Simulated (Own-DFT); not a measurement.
HfO2 (monoclinic hafnia, atoms displaced) (calculated)

Computed with Own-DFT development build. A calculation, not a measurement: plane-wave density functional theory by an unreviewed code, no spin, of a simulated periodic cell, stress positive in tension, run twice, with PBE and with PBEsol, both on files made for PBE, so the change isn't that of files made for PBEsol, hafnium file: forces about 75 meV/angstrom off all-electron values; oxygen file: force components 24 meV/angstrom off all-electron in one glass; forces on such cells passed a denser k mesh, this cell's mesh not checked; the far tail of each file's local potential was reset to the Coulomb form; each entry is a single point on an unrelaxed cell, so the pressure reflects the starting lattice, mostly measured values (interpolated for alloys), from which strain is counted, and rises with the displacements; printed positions are rounded, which can move forces by about a meV/angstrom; the program, named Own-DFT, is a retired in-house code; no spin-orbit coupling; stress was not checked against mesh or cutoff.

Common to all runs: functional PBE, then PBEsol; potential files PseudoDojo norm-conserving, scalar-relativistic, standard set; wave cutoff 72 hartree; occupations Fermi-Dirac; smearing width 0.1 eV; k mesh 2 x 2 x 2 centred on Gamma.

(1) HfO2 (monoclinic hafnia, atoms displaced)

```cif
# cell vector a (Å): 10.2340 0.0000 0.0000
# cell vector b (Å): 0.0000 10.3500 0.0000
# cell vector c (Å): -1.6955 0.0000 10.4453
data_HfO2
_symmetry_space_group_name_H-M 'P 1'
_symmetry_Int_Tables_number 1
_cell_length_a 10.2340
_cell_length_b 10.3500
_cell_length_c 10.5820
_cell_angle_alpha 90.000
_cell_angle_beta 99.220
_cell_angle_gamma 90.000
_cell_volume 1106.39
loop_
_atom_site_label
_atom_site_type_symbol
_atom_site_fract_x
_atom_site_fract_y
_atom_site_fract_z
_atom_site_occupancy
Hf1 Hf 0.13419 0.01904 0.10580 1
Hf2 Hf 0.35848 0.27548 0.14224 1
Hf3 Hf 0.36263 0.47582 0.39591 1
Hf4 Hf 0.13375 0.22247 0.34967 1
O1 O 0.04176 0.16328 0.17797 1
O2 O 0.46511 0.41113 0.07779 1
O3 O 0.46145 0.33309 0.33091 1
O4 O 0.04489 0.08407 0.42444 1
O5 O 0.22829 0.37059 0.24962 1
O6 O 0.27715 0.12830 0.00655 1
O7 O 0.28118 0.12907 0.25515 1
O8 O 0.23024 0.37346 0.49619 1
Hf5 Hf 0.14093 0.02023 0.60517 1
Hf6 Hf 0.36272 0.27067 0.64533 1
Hf7 Hf 0.36499 0.47070 0.89838 1
Hf8 Hf 0.13499 0.22830 0.85190 1
O9 O 0.03515 0.16808 0.66735 1
O10 O 0.46125 0.40911 0.57450 1
O11 O 0.46824 0.33638 0.82518 1
O12 O 0.02985 0.08009 0.92444 1
O13 O 0.22445 0.37577 0.73387 1
O14 O 0.27767 0.13238 0.51275 1
O15 O 0.27219 0.12276 0.75330 1
O16 O 0.21715 0.36170 0.99493 1
Hf9 Hf 0.13519 0.52549 0.10011 1
Hf10 Hf 0.37159 0.76910 0.14854 1
Hf11 Hf 0.36460 0.98816 0.38772 1
Hf12 Hf 0.13851 0.72346 0.35038 1
O17 O 0.04737 0.67486 0.17154 1
O18 O 0.46165 0.91080 0.07243 1
O19 O 0.45921 0.83496 0.32287 1
O20 O 0.04067 0.58915 0.42301 1
O21 O 0.22754 0.87847 0.25065 1
O22 O 0.26816 0.62443 0.01186 1
O23 O 0.27552 0.62017 0.25358 1
O24 O 0.21713 0.86854 0.48338 1
Hf13 Hf 0.13399 0.51662 0.60521 1
Hf14 Hf 0.36718 0.76487 0.65485 1
Hf15 Hf 0.35667 0.98130 0.89254 1
Hf16 Hf 0.13971 0.73393 0.84935 1
O25 O 0.04650 0.68087 0.66959 1
O26 O 0.46024 0.91818 0.58216 1
O27 O 0.46006 0.83029 0.82378 1
O28 O 0.04246 0.58953 0.92960 1
O29 O 0.23157 0.88354 0.73941 1
O30 O 0.27150 0.62852 0.50864 1
O31 O 0.27815 0.62108 0.75302 1
O32 O 0.21479 0.86992 0.99029 1
Hf17 Hf 0.64352 0.01489 0.10854 1
Hf18 Hf 0.86276 0.26942 0.14452 1
Hf19 Hf 0.85978 0.47594 0.39212 1
Hf20 Hf 0.63651 0.23064 0.36058 1
O33 O 0.54087 0.16272 0.17775 1
O34 O 0.96753 0.41590 0.07343 1
O35 O 0.95651 0.33671 0.33122 1
O36 O 0.54107 0.07094 0.42176 1
O37 O 0.72040 0.37931 0.25202 1
O38 O 0.77912 0.13132 0.01549 1
O39 O 0.77164 0.12877 0.25746 1
O40 O 0.73097 0.36565 0.48835 1
Hf21 Hf 0.63616 0.02649 0.59830 1
Hf22 Hf 0.86202 0.27024 0.65289 1
Hf23 Hf 0.86470 0.48852 0.90220 1
Hf24 Hf 0.63273 0.22025 0.85665 1
O41 O 0.53385 0.16735 0.67665 1
O42 O 0.97208 0.42022 0.58114 1
O43 O 0.96928 0.33902 0.82861 1
O44 O 0.53816 0.08450 0.92727 1
O45 O 0.71740 0.37223 0.73207 1
O46 O 0.77773 0.12313 0.50326 1
O47 O 0.77561 0.12204 0.76117 1
O48 O 0.72304 0.37124 0.98702 1
Hf25 Hf 0.63592 0.52416 0.10371 1
Hf26 Hf 0.85910 0.76528 0.14186 1
Hf27 Hf 0.86409 0.97554 0.39936 1
Hf28 Hf 0.63679 0.72640 0.36449 1
O49 O 0.53423 0.66240 0.18494 1
O50 O 0.95983 0.91603 0.08105 1
O51 O 0.96314 0.83700 0.32697 1
O52 O 0.54117 0.57475 0.41805 1
O53 O 0.72834 0.87933 0.23984 1
O54 O 0.77691 0.63294 0.01197 1
O55 O 0.77126 0.61922 0.25338 1
O56 O 0.72148 0.86801 0.48423 1
Hf29 Hf 0.63954 0.52235 0.60888 1
Hf30 Hf 0.86130 0.77137 0.64771 1
Hf31 Hf 0.85674 0.98525 0.89926 1
Hf32 Hf 0.64148 0.72486 0.85395 1
O57 O 0.53467 0.66817 0.68103 1
O58 O 0.96376 0.91885 0.57810 1
O59 O 0.96210 0.83512 0.82299 1
O60 O 0.53482 0.58228 0.91707 1
O61 O 0.73644 0.87299 0.74574 1
O62 O 0.77847 0.64162 0.51051 1
O63 O 0.77547 0.62538 0.75268 1
O64 O 0.72858 0.86411 0.99100 1
```

- PBE pressure: 5.91 GPa
- PBE stress xx: -6.13 GPa
- PBE stress yy: -5.68 GPa
- PBE stress zz: -5.91 GPa
- PBE stress yz: 0.12 GPa
- PBE stress xz: -0.62 GPa
- PBE stress xy: -0.46 GPa
- PBEsol pressure: -0.56 GPa
- PBEsol stress xx: 0.36 GPa
- PBEsol stress yy: 0.73 GPa
- PBEsol stress zz: 0.6 GPa
- PBEsol stress yz: 0.15 GPa
- PBEsol stress xz: -0.26 GPa
- PBEsol stress xy: -0.42 GPa
- rms change of force components from PBE to PBEsol: 0.05 eV/Å

Force:
| force element | PBE force x (eV/Å) | PBE force y (eV/Å) | PBE force z (eV/Å) | PBEsol force x (eV/Å) | PBEsol force y (eV/Å) | PBEsol force z (eV/Å) |
| --- | --- | --- | --- | --- | --- | --- |
| Hf | 1.166 | -1.702 | -0.172 | 1.135 | -1.624 | -0.203 |
| Hf | -0.01 | -1.956 | 1.547 | -0.051 | -1.873 | 1.544 |
| Hf | -1.671 | 0.775 | 0.264 | -1.649 | 0.68 | 0.285 |
| Hf | 1.5 | 2.223 | 1.995 | 1.486 | 2.114 | 1.91 |
| O | -1.873 | 0.861 | -0.994 | -1.813 | 0.852 | -0.914 |
| O | 0.863 | 1.185 | -0.517 | 0.823 | 1.174 | -0.558 |
| O | 1.254 | -0.986 | -0.414 | 1.216 | -0.96 | -0.446 |
| O | -1.752 | -0.965 | -0.192 | -1.687 | -0.949 | -0.139 |
| O | -0.513 | 1.296 | -1.426 | -0.408 | 1.236 | -1.385 |
| O | -0.248 | -0.28 | -0.133 | -0.302 | -0.275 | -0.138 |
| O | -0.293 | -1.181 | 0.443 | -0.352 | -1.145 | 0.444 |
| O | -0.967 | -0.524 | -0.936 | -0.864 | -0.497 | -0.891 |
| Hf | 0.546 | -0.875 | -1.26 | 0.551 | -0.801 | -1.258 |
| Hf | -1.231 | 0.091 | -0.724 | -1.226 | 0.142 | -0.702 |
| Hf | -1.196 | 1.408 | -0.923 | -1.138 | 1.329 | -0.88 |
| Hf | 0.372 | -0.452 | -0.115 | 0.37 | -0.471 | -0.138 |
| O | -0.64 | 0.283 | 0.729 | -0.617 | 0.29 | 0.773 |
| O | 2.297 | 1.658 | 0.388 | 2.22 | 1.625 | 0.338 |
| O | -0.041 | -0.241 | 0.533 | -0.056 | -0.251 | 0.487 |
| O | 0.745 | 0.956 | -0.172 | 0.723 | 0.908 | -0.113 |
| O | -0.176 | -0.055 | 1.895 | -0.112 | -0.066 | 1.834 |
| O | 0.439 | -0.454 | -0.871 | 0.363 | -0.445 | -0.839 |
| O | 0.212 | -0.202 | 1.336 | 0.139 | -0.203 | 1.294 |
| O | 0.653 | 0.872 | -0.685 | 0.708 | 0.842 | -0.667 |
| Hf | 1.516 | -0.445 | 2.008 | 1.493 | -0.343 | 1.912 |
| Hf | -2.646 | -0.102 | -0.229 | -2.573 | -0.057 | -0.164 |
| Hf | -2.355 | -2.048 | 1.627 | -2.312 | -2.059 | 1.603 |
| Hf | 1.101 | 2.056 | 1.717 | 1.09 | 1.972 | 1.666 |
| O | -2.138 | -0.169 | -1.21 | -2.073 | -0.168 | -1.129 |
| O | 1.081 | 0.843 | -0.194 | 1.04 | 0.834 | -0.222 |
| O | 1.492 | -0.339 | 1.017 | 1.443 | -0.342 | 0.93 |
| O | -2.372 | -1.955 | -0.163 | -2.287 | -1.917 | -0.111 |
| O | 0.036 | 1.22 | -2.259 | 0.098 | 1.191 | -2.195 |
| O | 1.998 | 0.28 | -0.795 | 1.863 | 0.262 | -0.765 |
| O | 0.528 | -0.826 | 0.786 | 0.441 | -0.792 | 0.762 |
| O | 0.511 | 0.946 | 0.998 | 0.536 | 0.933 | 0.958 |
| Hf | 2.284 | 1.893 | -0.8 | 2.258 | 1.889 | -0.823 |
| Hf | -1.975 | 1.051 | -3.264 | -1.931 | 1.067 | -3.127 |
| Hf | 0.216 | -0.518 | 0.582 | 0.186 | -0.56 | 0.587 |
| Hf | -0.077 | 0.17 | 0.25 | -0.085 | 0.136 | 0.22 |
| O | -0.961 | -0.706 | -0.063 | -0.937 | -0.679 | 0.011 |
| O | 1.092 | 0.588 | -0.519 | 1.075 | 0.596 | -0.554 |
| O | 1.295 | 0.455 | 2.014 | 1.243 | 0.419 | 1.897 |
| O | -2.158 | -0.4 | -1.529 | -2.102 | -0.418 | -1.417 |
| O | -0.796 | -0.152 | 0.551 | -0.715 | -0.15 | 0.554 |
| O | 1.253 | -0.273 | 0.017 | 1.146 | -0.281 | 0.011 |
| O | -0.148 | -0.955 | 1.872 | -0.198 | -0.902 | 1.809 |
| O | 0.781 | 0.533 | -0.232 | 0.817 | 0.535 | -0.253 |
| Hf | -1.112 | 0.985 | 0.493 | -1.072 | 1.024 | 0.475 |
| Hf | -0.828 | 0.379 | 0.966 | -0.832 | 0.391 | 0.97 |
| Hf | 0.234 | 1.611 | 1.228 | 0.212 | 1.485 | 1.203 |
| Hf | 0.259 | -0.356 | -1.727 | 0.293 | -0.385 | -1.734 |
| O | -1.069 | 0.176 | -0.56 | -1.014 | 0.18 | -0.495 |
| O | -0.821 | -0.243 | 0.358 | -0.812 | -0.209 | 0.281 |
| O | 1.842 | -1.52 | -0.979 | 1.767 | -1.483 | -1.006 |
| O | 0.411 | 1.363 | -0.311 | 0.402 | 1.324 | -0.236 |
| O | 0.001 | 0.485 | -2.194 | 0.067 | 0.469 | -2.112 |
| O | -0.103 | -0.686 | -0.589 | -0.155 | -0.684 | -0.572 |
| O | 1.056 | -0.823 | 0.436 | 0.961 | -0.79 | 0.409 |
| O | -0.12 | 0.872 | 1.25 | -0.056 | 0.846 | 1.198 |
| Hf | -0.553 | -2.126 | 1.166 | -0.561 | -2.031 | 1.086 |
| Hf | 0.648 | 0.245 | -1.416 | 0.628 | 0.284 | -1.354 |
| Hf | 0.476 | -1.504 | -0.96 | 0.482 | -1.52 | -0.877 |
| Hf | 0.915 | 1.998 | -0.398 | 0.888 | 1.912 | -0.429 |
| O | 0.745 | -0.83 | -0.471 | 0.743 | -0.788 | -0.406 |
| O | -2.507 | -1.14 | -0.267 | -2.435 | -1.102 | -0.308 |
| O | -0.852 | 0.342 | -0.072 | -0.83 | 0.3 | -0.119 |
| O | -0.915 | -1.136 | -0.081 | -0.87 | -1.106 | -0.049 |
| O | 0.342 | 1.125 | 0.688 | 0.388 | 1.1 | 0.638 |
| O | -0.414 | 0.99 | 1.44 | -0.487 | 0.954 | 1.397 |
| O | -0.067 | 0.029 | -0.096 | -0.125 | 0.042 | -0.086 |
| O | 0.275 | 0.417 | 0.526 | 0.33 | 0.41 | 0.521 |
| Hf | -0.158 | -1.033 | 0.799 | -0.145 | -0.96 | 0.77 |
| Hf | 1.33 | 1.779 | 2.245 | 1.277 | 1.807 | 2.201 |
| Hf | 0.573 | 0.268 | -0.775 | 0.55 | 0.194 | -0.721 |
| Hf | 0.219 | 0.607 | -1.595 | 0.23 | 0.532 | -1.584 |
| O | 0.584 | -0.715 | -1.351 | 0.579 | -0.673 | -1.274 |
| O | 0.453 | 0.555 | -0.178 | 0.437 | 0.553 | -0.222 |
| O | 0.314 | -0.847 | -0.338 | 0.288 | -0.829 | -0.365 |
| O | -0.041 | 0.025 | 1.292 | -0.023 | 0.035 | 1.31 |
| O | -0.593 | -0.279 | -0.188 | -0.513 | -0.262 | -0.199 |
| O | -0.146 | -1.65 | -1.118 | -0.2 | -1.611 | -1.091 |
| O | 0.453 | -0.018 | 0.601 | 0.373 | -0.018 | 0.571 |
| O | -0.122 | 1.137 | 1.117 | -0.051 | 1.107 | 1.074 |
| Hf | -0.663 | -0.92 | -1.208 | -0.636 | -0.861 | -1.19 |
| Hf | 1.625 | 1.102 | -0.553 | 1.572 | 1.129 | -0.509 |
| Hf | 1.047 | -2.012 | -0.521 | 1.027 | -2.012 | -0.488 |
| Hf | -0.651 | 1.957 | -0.212 | -0.628 | 1.864 | -0.244 |
| O | 1.565 | -1.672 | -1.144 | 1.54 | -1.615 | -1.044 |
| O | -0.127 | 0.241 | -0.044 | -0.132 | 0.244 | -0.107 |
| O | 0.906 | 0.084 | 1.331 | 0.881 | 0.055 | 1.241 |
| O | -0.124 | -0.404 | 1.16 | -0.104 | -0.409 | 1.177 |
| O | -2.006 | 1.353 | -0.664 | -1.874 | 1.292 | -0.627 |
| O | -0.495 | -2.308 | -0.158 | -0.569 | -2.235 | -0.144 |
| O | 0.102 | -1.489 | 1.435 | 0.019 | -1.426 | 1.395 |
| O | -0.878 | 0.701 | -0.141 | -0.782 | 0.683 | -0.125 |

(2) HfO2 (monoclinic hafnia, atoms displaced)

```cif
# cell vector a (Å): 10.2340 0.0000 0.0000
# cell vector b (Å): 0.0000 10.3500 0.0000
# cell vector c (Å): -1.6955 0.0000 10.4453
data_HfO2
_symmetry_space_group_name_H-M 'P 1'
_symmetry_Int_Tables_number 1
_cell_length_a 10.2340
_cell_length_b 10.3500
_cell_length_c 10.5820
_cell_angle_alpha 90.000
_cell_angle_beta 99.220
_cell_angle_gamma 90.000
_cell_volume 1106.39
loop_
_atom_site_label
_atom_site_type_symbol
_atom_site_fract_x
_atom_site_fract_y
_atom_site_fract_z
_atom_site_occupancy
Hf1 Hf 0.14293 0.02295 0.10731 1
Hf2 Hf 0.36411 0.27610 0.14078 1
Hf3 Hf 0.36606 0.48129 0.39320 1
Hf4 Hf 0.12699 0.22923 0.35881 1
O1 O 0.04029 0.16470 0.18136 1
O2 O 0.46204 0.41981 0.08006 1
O3 O 0.46347 0.33209 0.33430 1
O4 O 0.03496 0.08160 0.42961 1
O5 O 0.22090 0.37153 0.24795 1
O6 O 0.27419 0.13106 0.00211 1
O7 O 0.27665 0.12329 0.26012 1
O8 O 0.22328 0.37231 0.49852 1
Hf5 Hf 0.13544 0.02001 0.59970 1
Hf6 Hf 0.36894 0.27607 0.64157 1
Hf7 Hf 0.36719 0.47264 0.89146 1
Hf8 Hf 0.13464 0.23389 0.85785 1
O9 O 0.03139 0.17125 0.67701 1
O10 O 0.46510 0.41453 0.57166 1
O11 O 0.46561 0.33416 0.82613 1
O12 O 0.04469 0.08052 0.92353 1
O13 O 0.23278 0.38165 0.74093 1
O14 O 0.27337 0.13104 0.50646 1
O15 O 0.27908 0.14109 0.75999 1
O16 O 0.23108 0.37099 0.98639 1
Hf9 Hf 0.13996 0.51078 0.09749 1
Hf10 Hf 0.36387 0.76614 0.14149 1
Hf11 Hf 0.36487 0.98158 0.38451 1
Hf12 Hf 0.13800 0.73195 0.34913 1
O17 O 0.03663 0.66381 0.17240 1
O18 O 0.46598 0.92069 0.07867 1
O19 O 0.46585 0.84239 0.32171 1
O20 O 0.03882 0.58443 0.42916 1
O21 O 0.22500 0.87993 0.24438 1
O22 O 0.26559 0.62599 0.01720 1
O23 O 0.27027 0.61674 0.26380 1
O24 O 0.23160 0.86435 0.49743 1
Hf13 Hf 0.13705 0.51914 0.60002 1
Hf14 Hf 0.36772 0.76683 0.65033 1
Hf15 Hf 0.36257 0.97956 0.90580 1
Hf16 Hf 0.13738 0.74050 0.86330 1
O25 O 0.02600 0.66871 0.65923 1
O26 O 0.46326 0.92717 0.57535 1
O27 O 0.45949 0.84259 0.82998 1
O28 O 0.03983 0.58129 0.92264 1
O29 O 0.22423 0.87843 0.73018 1
O30 O 0.27653 0.63129 0.51265 1
O31 O 0.28038 0.61422 0.76539 1
O32 O 0.22090 0.87503 0.99479 1
Hf17 Hf 0.64938 0.01649 0.10147 1
Hf18 Hf 0.86279 0.27233 0.15637 1
Hf19 Hf 0.86171 0.48177 0.40007 1
Hf20 Hf 0.62905 0.23285 0.35000 1
O33 O 0.53231 0.16422 0.17217 1
O34 O 0.96076 0.41653 0.07377 1
O35 O 0.96404 0.32886 0.32821 1
O36 O 0.53277 0.08677 0.41554 1
O37 O 0.71595 0.37836 0.23139 1
O38 O 0.78206 0.13471 0.00913 1
O39 O 0.78649 0.12425 0.25646 1
O40 O 0.72451 0.37322 0.48755 1
Hf21 Hf 0.63486 0.02046 0.60105 1
Hf22 Hf 0.86374 0.27391 0.64306 1
Hf23 Hf 0.86395 0.48164 0.89328 1
Hf24 Hf 0.63046 0.22824 0.85395 1
O41 O 0.53482 0.17075 0.68005 1
O42 O 0.95019 0.42143 0.57170 1
O43 O 0.96247 0.33165 0.82360 1
O44 O 0.54380 0.08489 0.92554 1
O45 O 0.72469 0.37938 0.73792 1
O46 O 0.78099 0.12514 0.51122 1
O47 O 0.77987 0.11774 0.76364 1
O48 O 0.72479 0.37799 0.99113 1
Hf25 Hf 0.63339 0.51514 0.10111 1
Hf26 Hf 0.85020 0.76288 0.14415 1
Hf27 Hf 0.87180 0.97773 0.40749 1
Hf28 Hf 0.64030 0.73240 0.34531 1
O49 O 0.54055 0.65999 0.17782 1
O50 O 0.96349 0.90320 0.07680 1
O51 O 0.96513 0.83344 0.32522 1
O52 O 0.53152 0.58380 0.42050 1
O53 O 0.72870 0.88033 0.24694 1
O54 O 0.77164 0.63128 0.01402 1
O55 O 0.77397 0.62028 0.26055 1
O56 O 0.72485 0.87560 0.48933 1
Hf29 Hf 0.63112 0.52058 0.61604 1
Hf30 Hf 0.86612 0.77291 0.64677 1
Hf31 Hf 0.86650 0.96963 0.90275 1
Hf32 Hf 0.63768 0.73347 0.84870 1
O57 O 0.53122 0.66682 0.66690 1
O58 O 0.96302 0.91539 0.56572 1
O59 O 0.96445 0.83905 0.82722 1
O60 O 0.53407 0.59120 0.92474 1
O61 O 0.72045 0.89095 0.73671 1
O62 O 0.77876 0.63275 0.50388 1
O63 O 0.78073 0.62134 0.75744 1
O64 O 0.70965 0.87219 0.98794 1
```

* PBE pressure: 6.43 GPa
* PBE stress xx: -6.87 GPa
* PBE stress yy: -5.91 GPa
* PBE stress zz: -6.5 GPa
* PBE stress yz: 0.12 GPa
* PBE stress xz: -0.82 GPa
* PBE stress xy: 0.45 GPa
* PBEsol pressure: -0.03 GPa
* PBEsol stress xx: -0.37 GPa
* PBEsol stress yy: 0.5 GPa
* PBEsol stress zz: -0.03 GPa
* PBEsol stress yz: 0.1 GPa
* PBEsol stress xz: -0.45 GPa
* PBEsol stress xy: 0.43 GPa
* rms change of force components from PBE to PBEsol: 0.047 eV/Å

Force:
| force element | PBE force x (eV/Å) | PBE force y (eV/Å) | PBE force z (eV/Å) | PBEsol force x (eV/Å) | PBEsol force y (eV/Å) | PBEsol force z (eV/Å) |
| --- | --- | --- | --- | --- | --- | --- |
| Hf | -0.978 | 0.494 | 0.437 | -0.929 | 0.529 | 0.404 |
| Hf | -0.95 | -2.275 | 1.786 | -0.925 | -2.196 | 1.772 |
| Hf | -1.661 | 0.362 | 0.601 | -1.612 | 0.32 | 0.623 |
| Hf | 3.373 | -0.069 | 0.335 | 3.301 | -0.112 | 0.276 |
| O | -0.63 | -0.287 | -0.977 | -0.599 | -0.258 | -0.884 |
| O | 0.13 | 0.239 | -0.312 | 0.127 | 0.234 | -0.358 |
| O | -0.131 | 0.002 | -1.218 | -0.117 | -0.004 | -1.236 |
| O | 0.407 | 0.629 | -0.557 | 0.397 | 0.593 | -0.483 |
| O | 0.58 | 0.691 | -1.514 | 0.635 | 0.668 | -1.487 |
| O | 0.369 | 0.243 | 1.835 | 0.293 | 0.228 | 1.793 |
| O | 0.164 | -0.194 | -0.79 | 0.108 | -0.215 | -0.771 |
| O | -0.174 | 0.085 | -1.021 | -0.112 | 0.097 | -0.981 |
| Hf | 2.046 | 0.992 | 1.465 | 2.001 | 1.008 | 1.372 |
| Hf | -2.918 | -2.066 | 0.213 | -2.881 | -1.981 | 0.26 |
| Hf | -1.291 | 1.593 | -0.303 | -1.279 | 1.503 | -0.297 |
| Hf | 0.977 | -1.078 | -1.945 | 0.977 | -1.117 | -1.938 |
| O | 1 | -1.032 | -0.745 | 0.967 | -0.975 | -0.679 |
| O | 1.003 | 1.061 | 0.619 | 0.973 | 1.062 | 0.573 |
| O | 0.485 | 0.492 | 0.314 | 0.453 | 0.466 | 0.256 |
| O | -1.303 | -0.781 | 0.456 | -1.253 | -0.767 | 0.504 |
| O | -0.84 | 0.186 | -0.08 | -0.733 | 0.178 | -0.067 |
| O | -0.031 | -0.11 | 0.31 | -0.106 | -0.104 | 0.302 |
| O | -0.373 | -2.108 | 0.507 | -0.426 | -2.02 | 0.501 |
| O | -0.559 | 0.174 | 0.573 | -0.481 | 0.177 | 0.561 |
| Hf | -1.586 | 0.899 | 2.399 | -1.546 | 0.949 | 2.309 |
| Hf | -0.087 | 0.219 | 1.647 | -0.097 | 0.272 | 1.645 |
| Hf | -1.314 | 0.44 | 2.395 | -1.277 | 0.393 | 2.354 |
| Hf | -0.505 | -0.468 | 1.075 | -0.489 | -0.505 | 1.019 |
| O | -0.588 | -0.231 | -0.522 | -0.562 | -0.2 | -0.455 |
| O | -0.402 | -0.884 | 0.185 | -0.41 | -0.855 | 0.108 |
| O | 0.95 | -1.645 | -0.756 | 0.911 | -1.612 | -0.791 |
| O | -0.568 | -0.255 | -1.244 | -0.554 | -0.274 | -1.142 |
| O | 0.136 | -0.238 | -1.232 | 0.194 | -0.232 | -1.206 |
| O | 1.665 | 1.268 | -0.648 | 1.553 | 1.248 | -0.616 |
| O | 1.071 | 0.315 | -0.878 | 0.989 | 0.311 | -0.851 |
| O | -0.416 | 0.867 | -1.266 | -0.355 | 0.847 | -1.222 |
| Hf | 0.48 | 0.489 | 0.871 | 0.494 | 0.528 | 0.794 |
| Hf | -2.628 | 1.985 | -1.871 | -2.598 | 1.983 | -1.823 |
| Hf | 0.36 | 2.257 | -2.022 | 0.37 | 2.159 | -1.922 |
| Hf | 0.627 | -2.21 | -1.878 | 0.615 | -2.192 | -1.83 |
| O | 1.11 | 0.034 | 1.706 | 1.05 | 0.053 | 1.678 |
| O | -0.231 | -1.154 | 0.373 | -0.207 | -1.107 | 0.313 |
| O | 1.587 | -1.628 | -0.256 | 1.545 | -1.604 | -0.289 |
| O | -0.497 | 0.6 | -0.997 | -0.48 | 0.572 | -0.908 |
| O | -0.924 | -0.034 | 2.132 | -0.853 | -0.052 | 2.071 |
| O | 0.232 | -0.741 | 0.222 | 0.163 | -0.727 | 0.227 |
| O | -0.655 | 1.612 | -0.129 | -0.67 | 1.562 | -0.13 |
| O | 0.61 | -0.636 | -0.316 | 0.65 | -0.619 | -0.318 |
| Hf | -0.497 | 2.244 | 1.269 | -0.472 | 2.231 | 1.194 |
| Hf | -0.447 | -0.75 | -2.431 | -0.464 | -0.72 | -2.338 |
| Hf | -0.611 | 0.719 | -0.714 | -0.613 | 0.673 | -0.626 |
| Hf | 1.981 | -0.76 | 0.51 | 1.904 | -0.777 | 0.463 |
| O | 0.154 | 0.193 | -0.477 | 0.144 | 0.232 | -0.408 |
| O | 0.847 | 0.05 | 0.104 | 0.829 | 0.078 | 0.042 |
| O | -1.163 | 1.509 | 0.805 | -1.13 | 1.432 | 0.729 |
| O | 0.362 | 0.015 | 0.547 | 0.35 | 0.003 | 0.559 |
| O | 0.301 | -0.131 | 1.127 | 0.35 | -0.136 | 1.081 |
| O | -0.163 | -0.675 | 0.518 | -0.245 | -0.678 | 0.52 |
| O | -1.104 | -0.519 | 0.384 | -1.121 | -0.478 | 0.341 |
| O | -0.847 | -0.262 | -0.325 | -0.75 | -0.25 | -0.319 |
| Hf | 0.788 | 1.103 | 0.12 | 0.788 | 1.087 | 0.105 |
| Hf | -1.561 | -1.7 | 0.279 | -1.521 | -1.619 | 0.305 |
| Hf | -0.352 | -1.213 | 0.565 | -0.346 | -1.242 | 0.579 |
| Hf | 3.329 | -0.235 | 0.423 | 3.24 | -0.294 | 0.376 |
| O | 0.701 | -0.747 | -1.173 | 0.682 | -0.691 | -1.082 |
| O | 2.268 | 0.385 | 1.216 | 2.195 | 0.389 | 1.117 |
| O | -0.241 | 1.254 | 0.776 | -0.243 | 1.211 | 0.705 |
| O | -1.638 | -1.041 | 0.298 | -1.582 | -1.024 | 0.337 |
| O | -0.397 | 0.459 | 0.303 | -0.326 | 0.468 | 0.282 |
| O | -0.55 | 0.806 | -0.095 | -0.581 | 0.77 | -0.08 |
| O | -0.419 | 0.53 | -0.042 | -0.48 | 0.514 | -0.043 |
| O | -0.367 | -0.291 | -0.8 | -0.303 | -0.26 | -0.766 |
| Hf | 1.771 | 0.322 | 0.238 | 1.749 | 0.346 | 0.217 |
| Hf | 2.392 | 0.517 | 1.658 | 2.333 | 0.534 | 1.642 |
| Hf | -2.848 | 0.534 | -3.934 | -2.783 | 0.469 | -3.798 |
| Hf | -0.303 | -0.196 | 2.723 | -0.269 | -0.235 | 2.618 |
| O | -1.794 | 1.132 | -1.003 | -1.738 | 1.129 | -0.932 |
| O | 0.277 | 0.814 | -0.209 | 0.237 | 0.808 | -0.264 |
| O | 0.241 | -0.272 | -0.04 | 0.232 | -0.287 | -0.068 |
| O | 0.837 | 0.621 | 0.299 | 0.8 | 0.57 | 0.329 |
| O | -0.417 | -0.138 | -1.298 | -0.356 | -0.173 | -1.277 |
| O | 0.232 | -0.21 | -1.535 | 0.167 | -0.197 | -1.48 |
| O | 0.429 | -0.145 | -0.38 | 0.351 | -0.104 | -0.376 |
| O | -0.512 | -0.627 | 0.317 | -0.426 | -0.591 | 0.317 |
| Hf | 2.308 | -0.868 | -3.335 | 2.256 | -0.824 | -3.291 |
| Hf | -1.236 | -0.446 | -1.748 | -1.189 | -0.42 | -1.707 |
| Hf | -1.079 | 3.909 | -0.567 | -1.052 | 3.784 | -0.542 |
| Hf | -0.459 | 0.127 | 0.766 | -0.456 | 0.086 | 0.756 |
| O | 0.999 | 0.282 | 1.415 | 0.975 | 0.276 | 1.437 |
| O | 1.281 | -0.972 | 3.399 | 1.242 | -0.917 | 3.264 |
| O | 1.022 | -1.367 | -0.572 | 0.994 | -1.348 | -0.58 |
| O | -0.185 | -0.038 | -0.775 | -0.161 | -0.067 | -0.723 |
| O | 0.219 | -2.415 | 1.199 | 0.266 | -2.357 | 1.174 |
| O | -0.796 | 0.125 | 0.728 | -0.802 | 0.114 | 0.699 |
| O | -0.932 | 0.809 | 0.576 | -0.975 | 0.789 | 0.567 |
| O | 1.06 | -0.543 | -0.09 | 1.083 | -0.512 | -0.083 |
